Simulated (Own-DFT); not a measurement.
# Strain and stress in wurtzite AlN, 128 atoms (Al64N64)

These are calculations, not measurements. They come from Own-DFT, an in-house plane-wave density functional program, since retired, whose code no person has reviewed. Each row is one single-point run on a periodic cell that was not relaxed, without spin or spin-orbit coupling.

Settings of every run: PBE; PseudoDojo norm-conserving scalar-relativistic files; cutoff 42 hartree; 3 x 3 x 3 k mesh centred on Gamma; Gaussian smearing of 0.01 eV.

Known limits: k mesh not checked against a denser one; stress not checked against mesh or cutoff.

Unstrained cell vectors in Å: (12.448, 0.000, 0.000); (-6.224, 10.780, 0.000); (0.000, 0.000, 9.964). The unstrained cell has measured lattice constants (interpolated for alloys), not those of this functional. That, the random moves and any unrelaxed bonds set the pressure at no strain. Each run strains this cell uniformly, with the atoms carried along. Every atom was also moved at random, by a Gaussian of width 0.05 Å on each axis. Strain is the symmetric tensor, in per cent. Stress is positive in tension, and the pressure is minus a third of its trace.

```
run  e_xx (%)  e_yy (%)  e_zz (%)  e_yz (%)  e_xz (%)  e_xy (%)  s_xx (GPa)  s_yy (GPa)  s_zz (GPa)  s_yz (GPa)  s_xz (GPa)  s_xy (GPa)  P (GPa)  E (meV/atom)
  1      0.55      1.23      0.66     -0.11     -0.74      0.97       -3.16        0.98       -0.33        0.10       -1.94        3.99     0.84           3.6
  2      1.26      1.09     -0.63     -0.91      0.32     -0.81       -0.77        1.09       -6.39       -2.29       -0.24       -2.42     2.02           5.5
  3     -1.31     -0.05      1.24      0.21      1.12      0.97      -10.44       -6.85       -1.72        0.48        2.26        3.92     6.33           9.5
  4     -0.45     -1.09     -0.36     -1.95      1.60     -1.62      -10.19      -13.98       -7.14       -4.94        4.79       -6.75    10.44          39.5
  5     -1.01      1.65      0.36      0.74     -0.96      1.62       -8.01        0.26       -2.20        2.17       -1.93        5.41     3.32           1.9
  6      0.90      0.73      1.92     -0.31      1.37      0.66       -1.13        0.47        4.22       -0.17        3.15        2.21    -1.19           5.5
  7      0.35     -1.27      0.46     -1.59     -1.03      1.37       -7.17      -10.60       -4.13       -3.79       -2.20        4.58     7.30          35.4
  8      1.55     -0.09     -1.25      0.61     -0.28     -1.32        0.11       -7.45       -8.47        2.31       -0.78       -3.95     5.27          18.0
  9     -1.23      0.39     -0.06     -0.66      1.22     -1.57      -11.21       -5.38       -8.85       -1.58        2.64       -6.44     8.48          33.5
 10      1.13      0.06      1.53     -1.46     -1.14     -0.19        0.43       -3.15        2.12       -3.36       -2.96       -0.69     0.20           0.0
 11     -0.59     -0.51      1.22      0.17      1.75      1.35       -8.21       -8.02       -0.67        0.61        4.50        4.25     5.63          11.8
 12     -1.81     -1.35      0.97     -0.50      1.64     -0.34      -16.28      -14.01       -3.46       -1.04        3.87       -2.31    11.25          31.2
 13     -1.68     -2.00     -1.09     -1.96      0.67      0.92      -17.33      -20.80      -13.84       -5.83        2.08        4.12    17.32          56.2
 14      1.11     -1.55      0.87     -1.55     -0.03      0.28       -2.33      -10.95       -1.86       -4.48        0.40        1.55     5.04           9.8
 15      1.43     -1.83     -0.59     -0.87      1.85      0.10       -1.35      -13.53       -9.33       -2.17        5.04        0.19     8.07          21.3
 16     -0.60      1.49     -0.88     -1.10     -1.22     -0.99           ?           ?           ?           ?           ?           ?        ?             ?
```

E is the free energy for each atom above the lowest run shown.

## Worked fit

Each stress component was fitted by least squares to a constant and the strains of the runs shown, as fractions, with shears doubled. Shear strains stay in the fit of a normal stress only where such slopes are resolved. The slopes, in GPa:

```
stress  at no strain  per e_xx  per e_yy  per e_zz  scatter
  s_xx          -6.4  449 ± 20  111 ± 21   65 ± 26     0.91
  s_yy          -6.5  144 ± 19  487 ± 20  137 ± 24     0.85
  s_zz          -5.4   96 ± 23   94 ± 25  437 ± 30     1.05
```

Each shear stress against twice its own strain: yz 141 ± 7, xz 120 ± 8, xy 190 ± 10 GPa. These are stiffnesses along x, y and z of the frame in which the cell vectors are given, which need not be the crystal's axes. The atoms are held to the strained lattice; where symmetry lets them move under strain, relaxing them would lower some slopes. The table should be nearly symmetric about its diagonal, and what it lacks of that shows the noise. A ninth of its sum, 225 ± 4 GPa, estimates the bulk modulus near the mean pressure of these runs, 6.0 GPa, so it lies above the value at zero pressure.

## Withheld run

Question: what normal stresses and pressure should run 16 give?

The fit gives s_xx = -8.0, s_yy = -1.3, s_zz = -8.4 and P = 5.9 GPa. The calculation gave -8.99, 0.62, -8.83 and P = 5.73 GPa.
